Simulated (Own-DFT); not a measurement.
## Calculated data, GaP (zincblende, atoms displaced)

All values are calculated (Own-DFT development build). A calculation, not a measurement: plane-wave PBE density functional theory by an unreviewed code, no spin, of a simulated periodic cell, stress positive in tension, free energy of the whole cell less one offset for each atom, forces on such cells passed a denser k mesh, this cell's mesh not checked; offsets are fitted by least squares, one for each functional and potential file, so energies compare only between cells with the same atoms and settings and are not formation energies; the far tail of each file's local potential was reset to the Coulomb form; each entry is a single point on an unrelaxed cell, so the pressure reflects the starting lattice, mostly measured values (interpolated for alloys), from which strain is counted, and rises with the displacements; printed positions are rounded, which can move forces by about a meV/angstrom; the program, named Own-DFT, is a retired in-house code; no spin-orbit coupling.

### GaP (zincblende, atoms displaced)

```
GaP
1.0
     16.3515     0.0000     0.0000
      0.0000    10.9010     0.0000
      0.0000     0.0000    10.9010
Ga P Ga P Ga P Ga P Ga P Ga P Ga P Ga P Ga P Ga P Ga P Ga P
4 4 4 4 4 4 4 4 4 4 4 4 4 4 4 4 4 4 4 4 4 4 4 4
Direct
  0.00812 0.99817 0.00361
  0.99981 0.24981 0.25239
  0.16587 0.00296 0.25831
  0.16600 0.25140 0.00329
  0.08002 0.12580 0.12714
  0.08061 0.37607 0.37738
  0.25181 0.11538 0.37632
  0.25245 0.36883 0.12446
  0.99636 0.00239 0.50934
  0.99960 0.25280 0.74312
  0.16746 0.00044 0.75460
  0.16674 0.25275 0.49663
  0.08371 0.12926 0.63084
  0.08902 0.37884 0.87930
  0.25277 0.12159 0.87337
  0.24824 0.37875 0.62540
  0.00270 0.50244 0.01036
  0.00404 0.75244 0.23666
  0.16225 0.49605 0.24891
  0.16616 0.75221 0.99777
  0.08231 0.62170 0.12668
  0.08490 0.87373 0.37091
  0.24457 0.62724 0.37232
  0.25205 0.87337 0.12764
  0.99833 0.50816 0.50580
  0.99867 0.74729 0.74704
  0.16206 0.50224 0.75344
  0.16605 0.74900 0.49830
  0.08166 0.62976 0.62564
  0.08520 0.88191 0.86907
  0.24933 0.62581 0.87612
  0.25127 0.87192 0.62090
  0.33240 0.00440 0.00126
  0.33861 0.25968 0.25341
  0.49885 0.99766 0.23696
  0.49634 0.25633 0.00426
  0.41651 0.12847 0.12314
  0.41391 0.37017 0.37274
  0.58483 0.12732 0.36883
  0.59025 0.37187 0.12458
  0.33183 0.00348 0.49718
  0.33368 0.24779 0.74461
  0.49802 0.00448 0.74827
  0.49998 0.25003 0.49671
  0.41715 0.13243 0.62418
  0.41884 0.38045 0.88263
  0.58490 0.11837 0.87363
  0.58337 0.37237 0.62566
  0.33565 0.50314 0.99528
  0.33283 0.75339 0.24744
  0.49694 0.50762 0.24318
  0.50356 0.74827 0.00311
  0.41943 0.62441 0.12725
  0.41809 0.88274 0.37447
  0.58336 0.62719 0.37606
  0.57612 0.88155 0.12468
  0.33395 0.50394 0.50171
  0.33352 0.75290 0.75069
  0.50513 0.50671 0.74800
  0.49929 0.74279 0.50111
  0.41841 0.62619 0.62474
  0.41111 0.87031 0.86624
  0.58475 0.62369 0.87542
  0.58019 0.87177 0.62210
  0.66297 0.00074 0.00009
  0.66621 0.24306 0.24920
  0.83345 0.99096 0.25175
  0.83872 0.25353 0.99337
  0.75117 0.12938 0.12469
  0.74994 0.37566 0.37127
  0.91724 0.12123 0.37080
  0.91653 0.37376 0.12723
  0.66555 0.00310 0.49680
  0.66678 0.25705 0.74158
  0.83497 0.00190 0.74911
  0.83620 0.25973 0.50422
  0.74877 0.11919 0.61775
  0.75292 0.37938 0.86469
  0.91497 0.11866 0.87477
  0.91201 0.37186 0.62372
  0.67431 0.49282 0.99891
  0.66725 0.75717 0.25826
  0.83519 0.49929 0.24640
  0.82786 0.74800 0.00596
  0.75512 0.62451 0.12527
  0.75351 0.87813 0.37229
  0.91730 0.62023 0.37298
  0.91697 0.87294 0.12292
  0.66818 0.49989 0.50375
  0.66959 0.75401 0.75443
  0.83721 0.49883 0.75190
  0.83721 0.75300 0.50377
  0.75133 0.62824 0.61711
  0.75020 0.87656 0.86606
  0.91631 0.62913 0.89080
  0.91663 0.87383 0.62538
```

| Property | Result |
| --- | --- |
| functional | PBE |
| potential files | PseudoDojo norm-conserving, scalar-relativistic, standard set |
| wave cutoff | 42 hartree |
| occupations | Fermi-Dirac |
| smearing width | 0.1 eV |
| hardware | one NVIDIA H200 |
| k mesh | 2 x 3 x 3 centred on Gamma |
| free energy of cell above offsets | -49.950 eV |
| pressure | 3.31 GPa |
| stress xx | -3.35 GPa |
| stress yy | -3.3 GPa |
| stress zz | -3.27 GPa |
| stress yz | -0.19 GPa |
| stress xz | -0.51 GPa |
| stress xy | -0.35 GPa |
| wall time | 934.7 s |

Force:
```csv
element,x (eV/Å),y (eV/Å),z (eV/Å)
Ga,-1.324,-0.105,-0.474
Ga,-0.257,-0.01,0.095
Ga,0.066,-0.414,-1.06
Ga,0.431,-0.751,-0.248
P,1.084,0.282,0.277
P,-0.1,0.072,0.16
P,-0.291,2.207,-0.432
P,-0.213,1.035,0.128
Ga,0.848,0.093,-0.976
Ga,-0.133,0.023,1.284
Ga,0.667,0.244,-1.044
Ga,0.223,-0.452,0.153
P,0.401,-0.456,-0.728
P,-1.638,-0.416,-0.046
P,-0.5,0.821,0.18
P,0.05,-0.018,0.063
Ga,-0.531,-0.749,-0.923
Ga,-0.648,-0.141,1.442
Ga,0.789,-0.192,0.057
Ga,0.047,0.042,0.24
P,1.128,0.637,-0.349
P,-0.9,0.114,0.798
P,0.935,-0.56,-0.111
P,-0.85,0.758,-0.507
Ga,-0.159,-0.824,-0.356
Ga,-0.277,0.336,1.058
Ga,0.817,0.284,-0.46
Ga,-0.066,0.394,-0.049
P,0.403,-0.385,0.129
P,-0.519,-1.313,0.547
P,0.039,0.087,-0.361
P,-0.359,0.416,0.314
Ga,0.271,-0.786,-0.117
Ga,-1.458,-1.989,-0.869
Ga,-0.784,1.324,1.729
Ga,1.263,-0.587,-0.323
P,-0.297,0.05,0.241
P,1.436,1.93,1.083
P,-0.947,-0.763,0.376
P,-0.965,0.544,0.074
Ga,0.812,-0.613,0.87
Ga,-0.163,0.927,0.843
Ga,0.047,-0.66,-0.061
Ga,0.252,0.001,-0.203
P,0.005,-0.785,-0.467
P,-0.087,-0.239,-1.746
P,-0.599,1.598,-0.235
P,-0.489,0.774,-0.69
Ga,-0.518,0.022,0.794
Ga,0.428,-0.305,0.794
Ga,1.382,-1.469,1.046
Ga,-0.779,0.084,-0.855
P,-1.237,0.896,-0.891
P,-0.007,-0.829,-0.012
P,0.047,-0.565,-0.201
P,2.147,-1.423,-0.56
Ga,-0.426,-0.137,-0.413
Ga,-0.805,-0.976,-0.769
Ga,-0.634,-0.677,0.231
Ga,-0.006,1.042,-0.537
P,-0.518,-0.295,0.354
P,1.519,1.144,1.672
P,0.851,0.229,0.488
P,0.48,0.429,0.215
Ga,0.931,-0.12,0.121
Ga,0.672,0.75,0.036
Ga,0.429,1.281,-0.926
Ga,-0.766,-0.224,0.173
P,0.407,-0.789,-0.475
P,-0.052,-0.044,0.235
P,-0.291,0.379,0.825
P,0.408,-0.085,-0.32
Ga,-0.425,-0.73,-0.199
Ga,0.442,-1.485,0.765
Ga,-0.488,-0.105,-0.442
Ga,-1.305,-1.793,-1.675
P,0.619,1.116,0.633
P,-0.137,-0.93,0.63
P,1.227,0.598,0.111
P,1.711,1.355,0.813
Ga,-0.524,0.642,0.033
Ga,-0.262,-0.462,-0.923
Ga,-0.182,-0.156,0.606
Ga,0.49,1.177,-0.921
P,-1.68,-0.13,0.696
P,-0.568,-0.469,1.166
P,0.232,1.099,-0.183
P,0.014,0.309,-0.401
Ga,-0.148,-0.167,-0.675
Ga,-0.755,-0.676,-1.076
Ga,0.029,1.329,-0.256
Ga,-0.304,-0.466,-1.099
P,0.149,-0.102,1.29
P,0.296,0.274,1.67
P,0.41,-0.497,-1.427
P,0.036,0.168,0.528
```
